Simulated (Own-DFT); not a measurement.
# Computed records: SiC (2H silicon carbide, strained, atoms displaced)

Computed with Own-DFT development build. A calculation, not a measurement: plane-wave PBE density functional theory by an unreviewed code, no spin, of a simulated periodic cell, stress positive in tension, free energy of the whole cell less one offset for each atom, forces on such cells passed a denser k mesh, this cell's mesh not checked; offsets are fitted by least squares, one for each functional and potential file, so energies compare only between cells with the same atoms and settings and are not formation energies; the far tail of each file's local potential was reset to the Coulomb form; each entry is a single point on an unrelaxed cell, so the pressure reflects the starting lattice, mostly measured values (interpolated for alloys), from which strain is counted, and rises with the displacements; printed positions are rounded, which can move forces by about a meV/angstrom; the program, named Own-DFT, is a retired in-house code; no spin-orbit coupling.

Settings shared by all entries: functional PBE; potential files PseudoDojo norm-conserving, scalar-relativistic, standard set; wave cutoff 42 hartree; occupations Fermi-Dirac; smearing width 0.1 eV; hardware one NVIDIA H100; k mesh 4 x 4 x 3 centred on Gamma.

(1) SiC (2H silicon carbide, strained, atoms displaced)

```cif
# cell vector a (Å): 9.1942 0.0986 0.1460
# cell vector b (Å): -4.5117 8.0014 -0.2031
# cell vector c (Å): 0.1589 -0.1635 10.1455
data_SiC
_symmetry_space_group_name_H-M 'P 1'
_symmetry_Int_Tables_number 1
_cell_length_a 9.1959
_cell_length_b 9.1880
_cell_length_c 10.1481
_cell_angle_alpha 92.511
_cell_angle_beta 88.203
_cell_angle_gamma 118.814
_cell_volume 750.50
loop_
_atom_site_label
_atom_site_type_symbol
_atom_site_fract_x
_atom_site_fract_y
_atom_site_fract_z
_atom_site_occupancy
Si1 Si 0.99948 0.99833 0.00545 1
Si2 Si 0.11587 0.22740 0.24475 1
C1 C 0.99615 0.99761 0.18821 1
C2 C 0.11294 0.22306 0.43931 1
Si3 Si 0.99465 0.99885 0.48850 1
Si4 Si 0.10769 0.21706 0.74371 1
C3 C 0.00305 0.00542 0.68996 1
C4 C 0.10683 0.23300 0.94088 1
Si5 Si 0.99029 0.32891 0.99798 1
Si6 Si 0.11928 0.55207 0.24883 1
C5 C 0.99488 0.33321 0.18555 1
C6 C 0.11733 0.55828 0.43808 1
Si7 Si 0.98881 0.32923 0.50383 1
Si8 Si 0.11680 0.55282 0.74573 1
C7 C 0.01404 0.34923 0.69573 1
C8 C 0.10381 0.55028 0.93989 1
Si9 Si 0.00445 0.65929 0.99881 1
Si10 Si 0.11506 0.89288 0.25228 1
C9 C 0.99839 0.66517 0.18362 1
C10 C 0.11529 0.88301 0.43486 1
Si11 Si 0.00780 0.67060 0.50351 1
Si12 Si 0.11155 0.88456 0.74850 1
C11 C 0.00538 0.67335 0.68979 1
C12 C 0.11961 0.88568 0.93790 1
Si13 Si 0.33198 0.00504 0.99708 1
Si14 Si 0.45197 0.21658 0.24047 1
C13 C 0.32705 0.99713 0.18479 1
C14 C 0.45898 0.22775 0.44158 1
Si15 Si 0.32776 0.00050 0.50187 1
Si16 Si 0.44718 0.22523 0.75358 1
C15 C 0.32829 0.00316 0.69251 1
C16 C 0.44674 0.21765 0.92981 1
Si17 Si 0.34590 0.34040 0.99887 1
Si18 Si 0.44590 0.56254 0.24702 1
C17 C 0.32354 0.33721 0.19315 1
C18 C 0.43998 0.55075 0.43710 1
Si19 Si 0.33214 0.33874 0.50053 1
Si20 Si 0.44658 0.56166 0.75803 1
C19 C 0.32859 0.33710 0.69100 1
C20 C 0.44942 0.56380 0.92896 1
Si21 Si 0.33063 0.65962 0.99091 1
Si22 Si 0.44346 0.89197 0.25753 1
C21 C 0.32200 0.66015 0.18682 1
C22 C 0.43488 0.88416 0.44524 1
Si23 Si 0.33063 0.65712 0.49934 1
Si24 Si 0.45535 0.89214 0.74720 1
C23 C 0.32234 0.66607 0.68382 1
C24 C 0.44179 0.89033 0.93172 1
Si25 Si 0.66315 0.00162 0.99554 1
Si26 Si 0.78542 0.22291 0.24667 1
C25 C 0.65844 0.98753 0.18737 1
C26 C 0.77683 0.23138 0.44051 1
Si27 Si 0.66218 0.98966 0.50126 1
Si28 Si 0.78246 0.22495 0.75383 1
C27 C 0.66075 0.99357 0.68734 1
C28 C 0.77584 0.22053 0.93038 1
Si29 Si 0.66793 0.34116 0.99850 1
Si30 Si 0.77860 0.54759 0.25623 1
C29 C 0.67036 0.34349 0.19203 1
C30 C 0.77106 0.55064 0.43604 1
Si31 Si 0.67180 0.33836 0.49743 1
Si32 Si 0.78393 0.56318 0.75174 1
C31 C 0.66659 0.33019 0.68362 1
C32 C 0.78218 0.55779 0.93165 1
Si33 Si 0.66659 0.66857 0.99943 1
Si34 Si 0.77583 0.89443 0.24399 1
C33 C 0.66012 0.66386 0.18000 1
C34 C 0.78566 0.89420 0.43053 1
Si35 Si 0.67460 0.66744 0.49638 1
Si36 Si 0.78528 0.89062 0.74196 1
C35 C 0.67230 0.67677 0.67968 1
C36 C 0.77048 0.89238 0.93591 1
```

- free energy of cell above offsets: -4.975 eV
- pressure: 4.19 GPa
- stress xx: -7.53 GPa
- stress yy: -2.31 GPa
- stress zz: -2.72 GPa
- stress yz: -5.23 GPa
- stress xz: 6.14 GPa
- stress xy: 2.8 GPa
- wall time: 337.9 s

Force:
```tsv
element	x (eV/Å)	y (eV/Å)	z (eV/Å)
Si	-0.247	0.534	-1.85
Si	-2.08	-1.513	1.231
C	0.526	0.731	0.488
C	-0.681	-0.242	-0.764
Si	2.155	0.995	1.749
Si	0.167	2.33	2.239
C	0.228	-1.799	-1.892
C	3.382	-2.274	-0.967
Si	-0.167	1.22	0.45
Si	-3.461	-0.027	0.641
C	1.199	-0.16	-0.164
C	-0.723	-1.586	-0.261
Si	1.749	1.413	-0.117
Si	-2.027	2.888	2.28
C	-1.544	-5.089	-2.369
C	2.651	-0.836	-1.667
Si	-2.442	2.275	0.72
Si	-0.984	-1.637	-1.019
C	0.422	-0.137	1.396
C	-1.458	0.877	0.357
Si	-0.792	-0.717	-0.702
Si	-0.207	1.93	1.25
C	-0.053	-1.857	-0.706
C	-2.17	-0.184	-0.145
Si	0.858	-1.203	-0.08
Si	-2.351	1.31	2.632
C	1.401	0.724	-0.086
C	-2.472	-1.401	-1.416
Si	0.77	1.469	0.959
Si	-0.666	0.022	-2.777
C	1.418	-0.076	-0.916
C	-0.184	1.414	2.782
Si	-2.694	-0.565	0.006
Si	-0.353	-0.884	0.604
C	3.945	0.486	-2.093
C	1.698	1.224	-0.642
Si	1.387	-1.115	0.265
Si	-0.312	-0.242	-4.657
C	1.4	0.228	-0.152
C	1.459	-1.424	3.042
Si	-1.878	1.745	1.665
Si	-0.63	-1.406	-0.907
C	2.606	2.111	-1.061
C	1.733	-0.203	-0.959
Si	-0.807	1.487	0.424
Si	-3.699	-1.127	0.219
C	3.101	1.089	0.78
C	0.739	-0.579	0.959
Si	-0.932	-0.283	0.418
Si	-1.868	-0.619	1.147
C	-1.079	2.707	-0.572
C	2.202	-2.781	-1.307
Si	-1.206	1.744	-0.25
Si	-0.478	0.122	-2.286
C	2.523	1.893	-0.747
C	-0.611	0.073	2.493
Si	0.571	-0.478	-0.184
Si	-0.601	3.37	-1.442
C	0.921	-3.097	-2.353
C	2.468	0.927	0.547
Si	-1.531	-0.114	1.55
Si	-0.396	-0.984	-1.758
C	0.249	1.19	1.088
C	-0.379	0.095	1.301
Si	0.149	0.965	-0.935
Si	1.324	-1.903	0.308
C	1.078	0.335	1.745
C	-1.393	-1.686	-0.015
Si	-2.424	0.395	-0.081
Si	-1.269	0.523	1.667
C	0.185	-1.702	1.243
C	2.582	-0.908	-0.35
```

(2) SiC (2H silicon carbide, strained, atoms displaced)

```cif
# cell vector a (Å): 9.2896 -0.1749 0.1016
# cell vector b (Å): -4.7963 7.9971 -0.1630
# cell vector c (Å): 0.1106 -0.1410 10.1508
data_SiC
_symmetry_space_group_name_H-M 'P 1'
_symmetry_Int_Tables_number 1
_cell_length_a 9.2918
_cell_length_b 9.3266
_cell_length_c 10.1524
_cell_angle_alpha 92.005
_cell_angle_beta 88.734
_cell_angle_gamma 122.037
_cell_volume 745.35
loop_
_atom_site_label
_atom_site_type_symbol
_atom_site_fract_x
_atom_site_fract_y
_atom_site_fract_z
_atom_site_occupancy
Si1 Si 0.99603 0.00278 0.00095 1
Si2 Si 0.11048 0.22149 0.25334 1
C1 C 0.00606 0.00940 0.18825 1
C2 C 0.10383 0.22472 0.44033 1
Si3 Si 0.00623 0.01276 0.49981 1
Si4 Si 0.10602 0.22222 0.74430 1
C3 C 0.00896 0.00927 0.68827 1
C4 C 0.11159 0.22384 0.93470 1
Si5 Si 0.99175 0.31974 0.99190 1
Si6 Si 0.10572 0.55777 0.25188 1
C5 C 0.99103 0.32431 0.18506 1
C6 C 0.12235 0.57017 0.42655 1
Si7 Si 0.00383 0.34184 0.51433 1
Si8 Si 0.11565 0.55655 0.76056 1
C7 C 0.00123 0.32629 0.68754 1
C8 C 0.10880 0.54603 0.93839 1
Si9 Si 0.00306 0.67180 0.99381 1
Si10 Si 0.10640 0.89249 0.25213 1
C9 C 0.99873 0.66529 0.19317 1
C10 C 0.11817 0.89920 0.43915 1
Si11 Si 0.99771 0.66467 0.49861 1
Si12 Si 0.09267 0.87719 0.75528 1
C11 C 0.00398 0.66705 0.68674 1
C12 C 0.10776 0.87577 0.93480 1
Si13 Si 0.33661 0.00740 0.00367 1
Si14 Si 0.44824 0.22415 0.25852 1
C13 C 0.33919 0.00299 0.18693 1
C14 C 0.43845 0.21877 0.43774 1
Si15 Si 0.33898 0.99597 0.50281 1
Si16 Si 0.45476 0.22352 0.74718 1
C15 C 0.33571 0.01076 0.68890 1
C16 C 0.44333 0.23180 0.93762 1
Si17 Si 0.33748 0.32917 0.00574 1
Si18 Si 0.45006 0.55151 0.25288 1
C17 C 0.33994 0.34643 0.18832 1
C18 C 0.44697 0.55523 0.44344 1
Si19 Si 0.33751 0.33362 0.50138 1
Si20 Si 0.43722 0.55851 0.75255 1
C19 C 0.33332 0.33602 0.68980 1
C20 C 0.44688 0.54444 0.94162 1
Si21 Si 0.33421 0.66056 0.00561 1
Si22 Si 0.44511 0.89507 0.24626 1
C21 C 0.33313 0.67406 0.18882 1
C22 C 0.44336 0.89112 0.43808 1
Si23 Si 0.32743 0.66486 0.48735 1
Si24 Si 0.45327 0.88972 0.74556 1
C23 C 0.32357 0.64988 0.68397 1
C24 C 0.43653 0.88882 0.93762 1
Si25 Si 0.66317 0.99150 0.99732 1
Si26 Si 0.78347 0.23004 0.25347 1
C25 C 0.65946 0.01036 0.19113 1
C26 C 0.78487 0.23506 0.44276 1
Si27 Si 0.67015 0.00343 0.50224 1
Si28 Si 0.79517 0.23942 0.74194 1
C27 C 0.65895 0.99926 0.68897 1
C28 C 0.77230 0.22448 0.94257 1
Si29 Si 0.66149 0.33832 0.00140 1
Si30 Si 0.77595 0.55202 0.25404 1
C29 C 0.67181 0.34352 0.18910 1
C30 C 0.77037 0.54776 0.44371 1
Si31 Si 0.66035 0.32717 0.49361 1
Si32 Si 0.79480 0.56956 0.75091 1
C31 C 0.67136 0.33201 0.68180 1
C32 C 0.78454 0.56307 0.94458 1
Si33 Si 0.65474 0.65878 0.99371 1
Si34 Si 0.77961 0.89796 0.24956 1
C33 C 0.66409 0.65824 0.19071 1
C34 C 0.76278 0.87946 0.43689 1
Si35 Si 0.67081 0.67042 0.49992 1
Si36 Si 0.77881 0.89188 0.74758 1
C35 C 0.67966 0.67070 0.68242 1
C36 C 0.77866 0.88946 0.93573 1
```

* free energy of cell above offsets: -4.138 eV
* pressure: 5.81 GPa
* stress xx: -3.92 GPa
* stress yy: -11.13 GPa
* stress zz: -2.37 GPa
* stress yz: -4.49 GPa
* stress xz: 3.94 GPa
* stress xy: -9.08 GPa
* wall time: 346.3 s

Force:
```tsv
element	x (eV/Å)	y (eV/Å)	z (eV/Å)
Si	1.379	-0.343	-0.431
Si	-0.721	2.458	-0.201
C	-0.118	-1.837	-0.413
C	0.863	1.201	-0.167
Si	-0.204	-2.426	0.296
Si	2.522	0.823	1.85
C	-1.052	-2.392	-0.469
C	0.448	-0.763	0.083
Si	-0.25	1.461	2.15
Si	0.86	-0.573	-2.585
C	2.055	1.559	-0.074
C	-2.498	-2.485	2.852
Si	0.176	0.447	-4.057
Si	-0.603	-0.016	-1.54
C	0.844	2.411	0.739
C	-0.251	0.667	0.832
Si	1.082	-2.57	3.094
Si	1.357	-0.234	-0.128
C	-0.164	0.819	-1.14
C	-1.087	-1.107	0.108
Si	0.124	1.089	-0.373
Si	2.439	3.523	-1.329
C	1.694	-0.732	-0.542
C	-0.921	3.857	0.74
Si	0.015	-0.716	-1.114
Si	-0.525	0.46	-2
C	-1.602	0.285	0.407
C	0.557	-0.231	0.498
Si	-1.797	0.931	0.461
Si	-2.027	1.416	0.835
C	0.504	-3.353	-0.047
C	1.531	-1.876	-0.339
Si	-2.281	0.488	-0.542
Si	-1.834	2.811	1.136
C	0.136	-4.098	0.349
C	-0.616	-0.173	-1.207
Si	-1.174	0.224	0.734
Si	2.467	-0.84	-0.575
C	0.919	-0.392	-0.394
C	-3.349	0.768	-1.528
Si	-0.593	0.613	-0.62
Si	-0.796	-0.719	1.196
C	0.962	-1.587	0.313
C	1.122	0.035	-0.502
Si	2.75	0.85	2.168
Si	-4.314	-1.331	1.396
C	0.077	2.713	-0.409
C	1.482	-0.851	-0.313
Si	-1.433	1.782	0.503
Si	-1.364	-0.105	-0.115
C	2.894	-0.957	-1.035
C	0.429	-1.487	-0.492
Si	-0.741	-0.134	-0.436
Si	-4.085	-3.309	2.5
C	3.852	1.708	-0.937
C	-0.055	-0.755	-1.849
Si	1.613	0.027	0.323
Si	-0.331	2.022	0.213
C	0.039	-2.584	0.068
C	0.446	1.258	-1.205
Si	0.071	0.815	1.665
Si	-2.636	-2.803	0.198
C	0.494	1.438	0.617
C	-1.21	-0.82	-1.947
Si	3.368	2.005	2.266
Si	-0.941	-1.43	-0.021
C	0.57	2.24	-1.069
C	1.795	2.756	-0.206
Si	-0.149	-1.288	0.278
Si	-0.146	0.346	-0.314
C	-1.32	-0.136	1.628
C	-0.747	-0.853	0.166
```
